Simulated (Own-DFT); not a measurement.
Simulation results for GaP (zincblende, strained, atoms displaced)

A calculation, not a measurement: plane-wave PBE density functional theory by an unreviewed code, no spin, of a simulated periodic cell, stress positive in tension, free energy of the whole cell less one offset for each atom, forces on such cells passed a denser k mesh, this cell's mesh not checked; offsets are fitted by least squares, one for each functional and potential file, so energies compare only between cells with the same atoms and settings and are not formation energies; the far tail of each file's local potential was reset to the Coulomb form; each entry is a single point on an unrelaxed cell, so the pressure reflects the starting lattice, mostly measured values (interpolated for alloys), from which strain is counted, and rises with the displacements; printed positions are rounded, which can move forces by about a meV/angstrom; the program, named Own-DFT, is a retired in-house code; no spin-orbit coupling. Program: Own-DFT development build.

## GaP (zincblende, strained, atoms displaced)

```
cell vectors (Å)
  10.8620     0.0000     0.0000
   0.0000    10.8620     0.0000
   0.0000     0.0000    10.9361
atoms (fractions of the cell vectors)
Ga  0.00122  0.00060  0.99984
Ga  0.00702  0.25083  0.25215
Ga  0.25003  0.99635  0.25182
Ga  0.25609  0.24700  0.99939
P   0.12469  0.12430  0.12502
P   0.12250  0.37054  0.37437
P   0.37301  0.12950  0.37676
P   0.37522  0.37648  0.12989
Ga  0.00013  0.99912  0.49785
Ga  0.00134  0.24641  0.75008
Ga  0.25134  0.99337  0.74583
Ga  0.25088  0.24940  0.49528
P   0.12448  0.12619  0.62475
P   0.12595  0.37817  0.87038
P   0.37514  0.12549  0.87320
P   0.37500  0.37283  0.62184
Ga  0.99945  0.50078  0.99959
Ga  0.00053  0.74889  0.24943
Ga  0.25148  0.49762  0.25191
Ga  0.24726  0.75002  0.99872
P   0.12692  0.62566  0.12916
P   0.12411  0.87497  0.37523
P   0.36938  0.62565  0.37405
P   0.37434  0.87071  0.12432
Ga  0.00099  0.49887  0.50141
Ga  0.99738  0.75003  0.75866
Ga  0.25137  0.50249  0.74748
Ga  0.24783  0.74945  0.50379
P   0.12314  0.62620  0.62888
P   0.12150  0.88052  0.87461
P   0.37642  0.62825  0.87776
P   0.37383  0.87380  0.62247
Ga  0.50234  0.00034  0.00156
Ga  0.49813  0.24614  0.25082
Ga  0.75244  0.00333  0.25049
Ga  0.75295  0.24422  0.99647
P   0.62670  0.12345  0.12376
P   0.62634  0.37233  0.37517
P   0.87481  0.12778  0.37365
P   0.87318  0.37103  0.12741
Ga  0.50006  0.00459  0.49343
Ga  0.49557  0.24884  0.74940
Ga  0.75054  0.00829  0.74724
Ga  0.75349  0.25393  0.50024
P   0.62785  0.11978  0.62486
P   0.62554  0.37933  0.87417
P   0.87009  0.12320  0.87529
P   0.86744  0.37813  0.62721
Ga  0.49809  0.49936  0.99843
Ga  0.50132  0.75594  0.25141
Ga  0.74584  0.49828  0.24711
Ga  0.74843  0.74921  0.99931
P   0.62697  0.61951  0.12577
P   0.62310  0.87308  0.37368
P   0.87817  0.62720  0.37572
P   0.87758  0.87043  0.12566
Ga  0.50149  0.50513  0.49686
Ga  0.49495  0.75421  0.75000
Ga  0.74747  0.49777  0.75681
Ga  0.75607  0.75238  0.50381
P   0.62929  0.62219  0.62437
P   0.62655  0.87303  0.87240
P   0.87612  0.62664  0.87545
P   0.87820  0.87773  0.62845
```

```
functional      : PBE
potential files : PseudoDojo norm-conserving, scalar-relativistic, standard set
wave cutoff     : 42 hartree
occupations     : Fermi-Dirac
smearing width  : 0.1 eV
hardware        : one NVIDIA H100
k mesh          : 3 x 3 x 3 centred on Gamma
stress xx       : withheld
```

Questions
1. What stress xx does the calculation give for GaP (zincblende, strained, atoms displaced)?

Answers
1. -3.36 GPa

Further results for GaP (zincblende, strained, atoms displaced):

```
free energy of cell above offsets : -34.996 eV
pressure                          : 3.2 GPa
stress yy                         : -3.31 GPa
stress zz                         : -2.92 GPa
stress yz                         : -0.24 GPa
stress xz                         : -0.09 GPa
stress xy                         : 0.1 GPa
wall time                         : 509.1 s
```

Force:
```csv
element,x (eV/Å),y (eV/Å),z (eV/Å)
Ga,-0.535,0.073,0.335
Ga,-0.925,-0.407,-0.613
Ga,0.096,0.223,-0.212
Ga,-0.687,0.59,0.104
P,0.424,0.002,-0.05
P,0.564,0.869,0.454
P,0.057,-0.815,-0.617
P,0.169,-0.397,-0.626
Ga,-0.075,0.29,0.154
Ga,-0.445,0.561,-0.004
Ga,-0.255,0.781,0.206
Ga,-0.469,0.282,0.811
P,0.308,-0.38,-0.287
P,0.086,-0.453,0.608
P,0.071,-0.727,0.064
P,0.063,0.51,-0.084
Ga,0.113,-0.24,0.346
Ga,0.137,0.018,0.224
Ga,-0.482,0.089,0.05
Ga,-0.182,0.08,0.085
P,-0.106,-0.339,-0.483
P,0.095,-0.202,0.095
P,0.61,0.307,0.174
P,0.044,0.626,-0.104
Ga,-0.265,0.052,0.114
Ga,0.281,0.246,-0.774
Ga,0.28,-0.128,0.103
Ga,-0.242,-0.104,-0.322
P,-0.128,0.071,-0.11
P,0.565,-0.561,0.079
P,-0.348,-0.263,-0.398
P,0.397,0.315,-0.369
Ga,-0.197,-0.344,-0.315
Ga,0.51,0.378,-0.164
Ga,-0.07,-0.578,-0.122
Ga,-0.576,0.93,0.479
P,-0.176,0.201,0.164
P,-0.41,0.187,-0.108
P,0.325,-0.079,0.239
P,0.403,0.141,-0.364
Ga,0.074,-0.474,0.506
Ga,0.723,0.167,-0.236
Ga,0.029,-1.318,0.315
Ga,-0.414,-0.468,0.059
P,-0.713,1.136,-0.558
P,-0.552,-1.198,0.483
P,1.107,0.005,-0.143
P,1.086,-0.272,0.189
Ga,0.133,0.04,0.389
Ga,-0.24,-1.12,-0.374
Ga,0.719,-0.134,0.653
Ga,0.047,-0.091,0.204
P,-0.676,0.885,-0.245
P,0.759,0.529,0.432
P,-0.393,-0.465,-0.149
P,-0.342,0.606,-0.187
Ga,-0.084,-0.439,0.079
Ga,0.745,-0.55,-0.228
Ga,0.355,0.736,-0.58
Ga,-0.345,-0.113,-0.138
P,-0.439,0.623,0.333
P,-0.055,0.535,0.049
P,-0.474,-0.437,0.352
P,-0.075,0.014,0.028
```
